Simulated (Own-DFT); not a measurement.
Hf$_{36}$O$_{71}$ (tetragonal hafnia with one neutral oxygen vacancy, atoms displaced) (calculated)

A calculation, not a measurement: plane-wave PBE and HSE06 DFT by an unreviewed code, no spin, of a simulated cell at Gamma alone, so results move with cell size and shape, stress positive in tension, energies less offsets, not probed for a lower state with spin; hafnium file: forces about 75 meV/angstrom off all-electron values; oxygen file: force components 24 meV/angstrom off all-electron in a glass; k mesh not checked against a denser one; forces and stress are PBE's, HSE06 gives the energy alone, and its difference from PBE has offsets of its own; offsets are fitted by least squares, one for each functional and potential file, so energies compare only between cells with the same atoms and settings and are not formation energies; the far tail of each file's local potential was reset to the Coulomb form; each entry is a single point on an unrelaxed cell, so the pressure reflects the starting lattice, taken from the Materials Project, from which strain is counted, and rises with the displacements; printed positions are rounded, which can move forces by about a meV/angstrom; the program is a retired in-house code; no spin-orbit coupling. Program: Own-DFT development build.

Common to all runs: first functional PBE; second functional HSE06; exact exchange share 0.25; screening 0.11 1/bohr; exchange divergence Gygi-Baldereschi; potential files PseudoDojo norm-conserving, scalar-relativistic, made for PBE, standard set; wave cutoff 48 hartree; occupations fixed; k mesh 1 x 1 x 1 centred on Gamma.

(1) Hf$_{36}$O$_{71}$ (tetragonal hafnia with one neutral oxygen vacancy, atoms displaced)

```
cell vectors (Å)
  10.7800     0.0000     0.0000
   0.0000    10.7800     0.0000
   0.0000     0.0000    10.4493
atoms (fractions of the cell vectors)
Hf  0.00350  0.00399  0.00405
Hf  0.16633  0.16733  0.25253
O   0.99880  0.16519  0.15275
O   0.17316  0.00066  0.34744
O   0.99853  0.16685  0.40083
O   0.16596  0.99950  0.09934
Hf  0.99828  0.00292  0.50243
Hf  0.16445  0.16160  0.75333
O   0.00163  0.16811  0.65526
O   0.16290  0.00106  0.84502
O   0.99823  0.16870  0.90258
O   0.16259  0.99495  0.59801
Hf  0.99513  0.33051  0.99736
Hf  0.16241  0.50128  0.25025
O   0.00081  0.50334  0.15549
O   0.16422  0.33687  0.34602
O   0.99583  0.49801  0.39994
O   0.16961  0.33545  0.09484
Hf  0.99764  0.33747  0.49522
Hf  0.16679  0.50128  0.74934
O   0.00275  0.49908  0.65211
O   0.16212  0.33456  0.84455
O   0.00413  0.49869  0.90064
O   0.16827  0.33325  0.59562
Hf  0.99983  0.66450  0.99485
Hf  0.16526  0.83480  0.25208
O   0.00053  0.83474  0.15413
O   0.16451  0.66565  0.34847
O   0.00101  0.83045  0.40123
O   0.16506  0.66742  0.10072
Hf  0.00149  0.66828  0.50084
Hf  0.16571  0.83305  0.75143
O   0.99994  0.83212  0.65249
O   0.16861  0.66826  0.85153
O   0.99907  0.83405  0.90317
O   0.16712  0.66730  0.59900
Hf  0.32917  0.99736  0.99966
Hf  0.50222  0.16582  0.24923
O   0.33659  0.16080  0.14976
O   0.50101  0.99980  0.34911
O   0.33422  0.16685  0.40335
O   0.50033  0.00051  0.09680
Hf  0.32819  0.00022  0.49867
Hf  0.49985  0.16416  0.74629
O   0.32939  0.16548  0.65256
O   0.49676  0.99659  0.84921
O   0.33367  0.15913  0.90177
O   0.50021  0.00083  0.59757
Hf  0.33468  0.33423  0.00108
Hf  0.49757  0.49928  0.24678
O   0.33141  0.49842  0.15487
O   0.50028  0.33488  0.35215
O   0.32953  0.49935  0.39650
O   0.50260  0.33422  0.09636
Hf  0.33469  0.33319  0.49574
Hf  0.50363  0.49955  0.75295
O   0.33534  0.50085  0.64760
O   0.49929  0.33423  0.84749
O   0.33014  0.50233  0.90227
O   0.49888  0.33284  0.59751
Hf  0.33462  0.66056  0.99750
Hf  0.50219  0.83883  0.25063
O   0.32691  0.83057  0.15314
O   0.49712  0.66988  0.35075
O   0.33324  0.83385  0.39820
O   0.50171  0.66787  0.09917
Hf  0.33399  0.66596  0.50145
Hf  0.49828  0.82810  0.75140
O   0.32845  0.83263  0.65065
O   0.50133  0.66838  0.84753
O   0.33181  0.83152  0.89814
O   0.50402  0.66146  0.60093
Hf  0.67184  0.99816  0.99618
Hf  0.82964  0.16818  0.25159
O   0.66380  0.16841  0.15038
O   0.82931  0.99810  0.34733
O   0.66879  0.16868  0.40286
O   0.83416  0.00145  0.09871
Hf  0.66773  0.00059  0.49503
Hf  0.83241  0.16699  0.75300
O   0.83301  0.00277  0.84663
O   0.66396  0.16296  0.90483
O   0.82877  0.99581  0.60102
Hf  0.66337  0.33147  0.99775
Hf  0.83026  0.49436  0.25304
O   0.66618  0.49883  0.15205
O   0.83269  0.33321  0.34227
O   0.66637  0.49635  0.39664
O   0.83351  0.33653  0.10103
Hf  0.66205  0.33469  0.50118
Hf  0.83647  0.50342  0.75063
O   0.66586  0.49631  0.64957
O   0.82756  0.32962  0.85161
O   0.66869  0.50063  0.90425
O   0.83398  0.33165  0.59704
Hf  0.66258  0.66607  0.00209
Hf  0.83531  0.83230  0.24554
O   0.67233  0.83297  0.15240
O   0.83410  0.67305  0.34712
O   0.66911  0.83308  0.39807
O   0.82894  0.66405  0.09939
Hf  0.66504  0.67005  0.49935
Hf  0.83723  0.83691  0.75352
O   0.66981  0.83237  0.65585
O   0.83394  0.66697  0.84310
O   0.66647  0.84058  0.90193
O   0.83623  0.67413  0.60312
```

The calculation gives: PBE energy of cell above offsets -100.949 eV; HSE06 less PBE above offsets -0.152 eV; PBE pressure 0.5 GPa; PBE stress xx 0.6 GPa; PBE stress yy -1.18 GPa; PBE stress zz -0.92 GPa; PBE stress yz 0.26 GPa; PBE stress xz 0.25 GPa; PBE stress xy 0.02 GPa.

Force:
| element | x (eV/Å) | y (eV/Å) | z (eV/Å) |
| --- | --- | --- | --- |
| Hf | -0.736 | -0.595 | -0.019 |
| Hf | 0.302 | 0.329 | -0.526 |
| O | 0.272 | 0.182 | 0.008 |
| O | -0.431 | 0.518 | 0.297 |
| O | 0.1 | -0.131 | 0.14 |
| O | -0.16 | 0.243 | -0.004 |
| Hf | -0.541 | -0.687 | -0.137 |
| Hf | 0.599 | 1.771 | -0.817 |
| O | -0.693 | -0.565 | -0.227 |
| O | -0.114 | -0.854 | 0.938 |
| O | 0.123 | -0.526 | 0.107 |
| O | 0.242 | 0.314 | -0.136 |
| Hf | 0.868 | 0.673 | 0.717 |
| Hf | 0.39 | 0.547 | -0.218 |
| O | -0.764 | -0.258 | -0.545 |
| O | -0.044 | -1.074 | -0.037 |
| O | -0.099 | 0.717 | 0.325 |
| O | -0.617 | -0.427 | -0.068 |
| Hf | 0.891 | -0.665 | 1.079 |
| Hf | 0.475 | -0.562 | -0.401 |
| O | -0.626 | 0.085 | -0.069 |
| O | 0.471 | -0.414 | 0.11 |
| O | -0.652 | 0.013 | -0.091 |
| O | -0.384 | 0.266 | -0.551 |
| Hf | 0.008 | 0.241 | 1.488 |
| Hf | 0.163 | -0.996 | -0.124 |
| O | 0.066 | 0.14 | -0.563 |
| O | 0.008 | 0.164 | 0.344 |
| O | 0.267 | 1.302 | 0.552 |
| O | 0.161 | -0.304 | -0.858 |
| Hf | -0.463 | 0.136 | -0.313 |
| Hf | 0.05 | -0.237 | -0.271 |
| O | 0.243 | 0.203 | 0.108 |
| O | -0.369 | -0.374 | -0.316 |
| O | -0.07 | 0.199 | 0.122 |
| O | -0.088 | -0.141 | 0.065 |
| Hf | 1.456 | -0.229 | 0.201 |
| Hf | -0.599 | -0.125 | -0.047 |
| O | -0.525 | 0.612 | 0.602 |
| O | 0.149 | 0.555 | -0.106 |
| O | -0.137 | 0.01 | -0.413 |
| O | 0.125 | -0.492 | 0.164 |
| Hf | 0.493 | -0.319 | 0.394 |
| Hf | -0.119 | -0.8 | 0.241 |
| O | 0.385 | -0.224 | 0.06 |
| O | 0.082 | 0.249 | -0.773 |
| O | -0.291 | 1.502 | 0.205 |
| O | 0.106 | 0.436 | -0.283 |
| Hf | -0.529 | -0.905 | -0.355 |
| Hf | 0.409 | 0.539 | 0.956 |
| O | 0.441 | 0.053 | -0.944 |
| O | -0.122 | -0.407 | -0.765 |
| O | 0.374 | 0.24 | 0.686 |
| O | -0.959 | 0.139 | 0.37 |
| Hf | -0.72 | 0.539 | 0.651 |
| Hf | -0.243 | -0.024 | -1.083 |
| O | 0.107 | 0.139 | 0.754 |
| O | -0.01 | -0.334 | 0.103 |
| O | 0.394 | -1.022 | -0.316 |
| O | 0.075 | -0.556 | 0.353 |
| Hf | -1.085 | 1.819 | 1.203 |
| Hf | -0.529 | -0.708 | -0.524 |
| O | 1.317 | 0.319 | -0.169 |
| O | 0.267 | -0.482 | -0.309 |
| O | 0.012 | 0.012 | 0.773 |
| O | -0.596 | -0.212 | -0.121 |
| Hf | 0.12 | -0.157 | -0.591 |
| Hf | 0.316 | 1.792 | -0.606 |
| O | 0.952 | -0.121 | -0.076 |
| O | 0.019 | -0.915 | 0.693 |
| O | -0.027 | -0.228 | 0.419 |
| O | -0.66 | 0.527 | -0.151 |
| Hf | -0.959 | 0.205 | 0.965 |
| Hf | 0.254 | -0.818 | -0.448 |
| O | 0.585 | 0.16 | 0.364 |
| O | 0.245 | 0.632 | 0.141 |
| O | -0.067 | -0.087 | 0.241 |
| O | 0.255 | 0.213 | -0.328 |
| Hf | -0.234 | -0.512 | 0.75 |
| Hf | -0.418 | 0.209 | -1.034 |
| O | 0.185 | 0.131 | 0.511 |
| O | -0.047 | 0.66 | -0.868 |
| O | 0.712 | 0.823 | -0.429 |
| Hf | 0.946 | 0.089 | 0.204 |
| Hf | 0.224 | 1.98 | -0.822 |
| O | -0.499 | 0.011 | -0.172 |
| O | 0.195 | -0.681 | 1.071 |
| O | 0.221 | 1.005 | 0.645 |
| O | -0.298 | -0.249 | -0.486 |
| Hf | 0.466 | 0.235 | 0.259 |
| Hf | -0.482 | -0.537 | -0.547 |
| O | 0.611 | 0.135 | 0.468 |
| O | 0.41 | 0.818 | -0.221 |
| O | -0.328 | 0.05 | -0.397 |
| O | -0.347 | -0.222 | -0.156 |
| Hf | 1.131 | 0.556 | 0.182 |
| Hf | 0.082 | -0.2 | 0.604 |
| O | -1.281 | 0.131 | -0.351 |
| O | -0.081 | -1.486 | 0.321 |
| O | -0.677 | 0.021 | 0.542 |
| O | 0.703 | 0.149 | -0.95 |
| Hf | 0.933 | -0.149 | -0.162 |
| Hf | -0.623 | -0.391 | -0.849 |
| O | -0.901 | -0.294 | -0.279 |
| O | 0.125 | -0.08 | 0.856 |
| O | 0.12 | -1.953 | -0.084 |
| O | -0.452 | -1.001 | -0.847 |

(2) Hf$_{36}$O$_{71}$ (tetragonal hafnia with one neutral oxygen vacancy, atoms displaced)

```
cell vectors (Å)
  10.7800     0.0000     0.0000
   0.0000    10.7800     0.0000
   0.0000     0.0000    10.4493
atoms (fractions of the cell vectors)
Hf  0.99965  0.99441  0.00633
Hf  0.16401  0.16722  0.25523
O   0.00198  0.16613  0.14738
O   0.16277  0.99849  0.34415
O   0.00442  0.16670  0.40374
O   0.16614  0.99904  0.09370
Hf  0.00157  0.99531  0.49854
Hf  0.16532  0.16841  0.74610
O   0.00244  0.16512  0.64974
O   0.16416  0.00369  0.85381
O   0.99678  0.16378  0.89515
O   0.16532  0.00106  0.60240
Hf  0.00520  0.33429  0.00016
Hf  0.16895  0.49849  0.25186
O   0.00378  0.49962  0.15426
O   0.16241  0.33622  0.34813
O   0.99905  0.50122  0.40590
O   0.16568  0.32987  0.09554
Hf  0.00199  0.33380  0.50154
Hf  0.17068  0.50006  0.74664
O   0.00295  0.50228  0.65159
O   0.16709  0.33247  0.84679
O   0.99719  0.50503  0.90613
O   0.16540  0.33235  0.59363
Hf  0.99878  0.66571  0.99545
Hf  0.16948  0.82853  0.24956
O   0.00113  0.83431  0.14679
O   0.16635  0.66391  0.34449
O   0.00184  0.83132  0.40609
O   0.16521  0.66426  0.09172
Hf  0.99647  0.66814  0.50374
Hf  0.16720  0.83087  0.75211
O   0.00635  0.83437  0.65242
O   0.16626  0.66567  0.84407
O   0.99788  0.83560  0.90132
O   0.16224  0.66078  0.59745
Hf  0.33595  0.99763  0.00162
Hf  0.50434  0.16846  0.25346
O   0.33203  0.17085  0.15470
O   0.50255  0.99868  0.34825
O   0.33561  0.16349  0.39979
O   0.50067  0.99492  0.09658
Hf  0.33645  0.99964  0.50321
Hf  0.50132  0.16487  0.74771
O   0.33329  0.16495  0.65296
O   0.49814  0.99762  0.84285
O   0.33014  0.16462  0.90318
O   0.49567  0.00232  0.59842
Hf  0.33375  0.33657  0.00150
Hf  0.49684  0.50053  0.24980
O   0.33501  0.50253  0.15289
O   0.49924  0.33399  0.34423
O   0.33596  0.50370  0.40703
O   0.49760  0.33550  0.09775
Hf  0.33668  0.33293  0.50085
Hf  0.49842  0.50363  0.74823
O   0.33016  0.50238  0.65528
O   0.50363  0.33467  0.84559
O   0.33914  0.49410  0.90732
O   0.49681  0.33086  0.59653
Hf  0.33505  0.66445  0.99764
Hf  0.49954  0.82906  0.24928
O   0.33660  0.83242  0.15685
O   0.50982  0.66917  0.34511
O   0.33547  0.83308  0.40028
O   0.50024  0.66739  0.10152
Hf  0.33742  0.66965  0.49970
Hf  0.50041  0.83025  0.74752
O   0.33650  0.83360  0.65261
O   0.50132  0.66892  0.84943
O   0.33224  0.83418  0.90393
O   0.49694  0.66305  0.59299
Hf  0.66525  0.00172  0.99623
Hf  0.83324  0.17049  0.25312
O   0.66278  0.16724  0.15457
O   0.83458  0.00024  0.34404
O   0.66363  0.16313  0.40461
O   0.83451  0.00415  0.09786
Hf  0.66989  0.99748  0.49923
Hf  0.83125  0.16648  0.74838
O   0.66546  0.16640  0.65162
O   0.66803  0.17088  0.90072
O   0.83157  0.99873  0.59418
Hf  0.66635  0.33505  0.00245
Hf  0.82980  0.50157  0.24323
O   0.66738  0.49886  0.14984
O   0.83494  0.33780  0.34939
O   0.66244  0.49318  0.40533
O   0.83256  0.33618  0.09701
Hf  0.66765  0.32909  0.50183
Hf  0.83519  0.50038  0.74983
O   0.66270  0.50200  0.64962
O   0.83182  0.33327  0.84471
O   0.66380  0.50088  0.90433
O   0.84015  0.33169  0.59971
Hf  0.66629  0.66464  0.99771
Hf  0.83122  0.83776  0.24907
O   0.66353  0.83845  0.15554
O   0.83454  0.66453  0.34508
O   0.66299  0.83098  0.40441
O   0.83473  0.67034  0.09830
Hf  0.66558  0.66678  0.49567
Hf  0.83524  0.83391  0.75169
O   0.66567  0.83841  0.65682
O   0.83519  0.66647  0.84692
O   0.66890  0.83676  0.90029
O   0.83212  0.66441  0.60073
```

It finds PBE energy of cell above offsets -100.824 eV; HSE06 less PBE above offsets -0.134 eV; PBE pressure 1.24 GPa; PBE stress xx -0.86 GPa; PBE stress yy -0.6 GPa; PBE stress zz -2.24 GPa; PBE stress yz 0.02 GPa; PBE stress xz -0.67 GPa; PBE stress xy 0.02 GPa.

Force:
| element | x (eV/Å) | y (eV/Å) | z (eV/Å) |
| --- | --- | --- | --- |
| Hf | 0.947 | 1.405 | -1.143 |
| Hf | 0.556 | -0.276 | -1.037 |
| O | -0.678 | 0.333 | 0.899 |
| O | 0.009 | -0.437 | 0.377 |
| O | -0.484 | -0.214 | -0.406 |
| O | 0.792 | -0.249 | 0.876 |
| Hf | 0.708 | 0.937 | 0.584 |
| Hf | -0.195 | -1.244 | 1.152 |
| O | -0.916 | 0.004 | -0.042 |
| O | 0.238 | -1.015 | -1.152 |
| O | -0.653 | 0.331 | 0.802 |
| O | 0.618 | -0.266 | -0.814 |
| Hf | -0.773 | -0.97 | -0.589 |
| Hf | -0.977 | 0.312 | -0.166 |
| O | -0.569 | -0.101 | -0.052 |
| O | 0.565 | -0.322 | -0.032 |
| O | 0.165 | 0.137 | -0.017 |
| O | 0.509 | 0.585 | 0.35 |
| Hf | -0.179 | 0.349 | -0.585 |
| Hf | -1.495 | -0.183 | 0.255 |
| O | -0.475 | -0.304 | 0.732 |
| O | -0.284 | 0.826 | -0.042 |
| O | 0.01 | -1.404 | -0.675 |
| O | 1.116 | 0.153 | 0.534 |
| Hf | 0.013 | 0.802 | 0.96 |
| Hf | -0.468 | 0.672 | -0.413 |
| O | -0.285 | 0.03 | 1.02 |
| O | 0.279 | 0.379 | 0.091 |
| O | -0.298 | 0.003 | -0.687 |
| O | 0.733 | 0.292 | 0.054 |
| Hf | 0.279 | -1.141 | -0.431 |
| Hf | 0.245 | 1.761 | 0.235 |
| O | -1.285 | -0.113 | 0.068 |
| O | 0.364 | -0.305 | 0.37 |
| O | -0.435 | -0.56 | -0.558 |
| O | 1.398 | 0.572 | -0.301 |
| Hf | -0.994 | 1.227 | -0.304 |
| Hf | -1.815 | -0.951 | -0.422 |
| O | 0.418 | -0.257 | 0.378 |
| O | -0.015 | -0.05 | -0.097 |
| O | -0.284 | 0.632 | 0.819 |
| O | -0.016 | 0.421 | -0.21 |
| Hf | -0.762 | 0.339 | -0.471 |
| Hf | -0.763 | 0.222 | 0.733 |
| O | 0.109 | 0.331 | -0.385 |
| O | 0.275 | 0.129 | 0.397 |
| O | 0.685 | 0.595 | 0.231 |
| O | 1.303 | -0.097 | -0.168 |
| Hf | -0.142 | -2.664 | 0.094 |
| Hf | 0.852 | -0.129 | 0.072 |
| O | -0.506 | -0.075 | 0.073 |
| O | -0.137 | 0.051 | 0.604 |
| O | 0.305 | -0.488 | -0.455 |
| O | 0.643 | 0.193 | 0.06 |
| Hf | -0.76 | -0.679 | -0.534 |
| Hf | 0.617 | -1.101 | 0.457 |
| O | 1.119 | -0.196 | -0.341 |
| O | -0.131 | -0.05 | -0.35 |
| O | -0.217 | 1.893 | -0.958 |
| O | 0.611 | 0.184 | 0.001 |
| Hf | -0.382 | 0.464 | 0.59 |
| Hf | 0.242 | 1.588 | 0.057 |
| O | -0.919 | -0.304 | -0.662 |
| O | -0.461 | -1.136 | 0.585 |
| O | -0.171 | -0.173 | 0.395 |
| O | 0.137 | -0.167 | -0.717 |
| Hf | -1.919 | 0.12 | -0.047 |
| Hf | 0.103 | 1.229 | 0.524 |
| O | -0.715 | -0.436 | -0.227 |
| O | -0.167 | -0.409 | -0.11 |
| O | 0.009 | -0.897 | -0.087 |
| O | 0.925 | 0.283 | 0.726 |
| Hf | 0.216 | 0.064 | 0.299 |
| Hf | 0.576 | 0.147 | -0.968 |
| O | 1.16 | 0.246 | -0.214 |
| O | -0.167 | 0.309 | 0.574 |
| O | 0.456 | 0.675 | -0.285 |
| O | -1.079 | -0.262 | -0.365 |
| Hf | -1.341 | -0.191 | 0.255 |
| Hf | 1.285 | -0.229 | 0.699 |
| O | 0.215 | 0.122 | -0.328 |
| O | 0.173 | -0.881 | 0.21 |
| O | 0.724 | -0.115 | 0.39 |
| Hf | -0.23 | -0.158 | -0.538 |
| Hf | 1.359 | -0.128 | 0.844 |
| O | -0.754 | 0.294 | 0.089 |
| O | -0.367 | -0.865 | -0.259 |
| O | 0.103 | 0.891 | -0.343 |
| O | 0.361 | -0.206 | 0.121 |
| Hf | 0.451 | 0.631 | 0.291 |
| Hf | -0.025 | -0.388 | -0.364 |
| O | 0.486 | -0.273 | 0.601 |
| O | -0.082 | 0.503 | 0.083 |
| O | 0.156 | 0.21 | -0.332 |
| O | -1.537 | 0.11 | -0.167 |
| Hf | 0.302 | 0.658 | 0.466 |
| Hf | 0.37 | -1.083 | -0.731 |
| O | 1.058 | -0.294 | -0.299 |
| O | -0.596 | 0.694 | 0.217 |
| O | 0.763 | 0.566 | 0.028 |
| O | -0.648 | -0.296 | -0.373 |
| Hf | 0.547 | -1.247 | 0.26 |
| Hf | -0.013 | 0.742 | 0.15 |
| O | 0.163 | -0.439 | -0.671 |
| O | -0.327 | 0.101 | 0.119 |
| O | 0.429 | -0.675 | 0.417 |
| O | -0.362 | 0.343 | -0.35 |
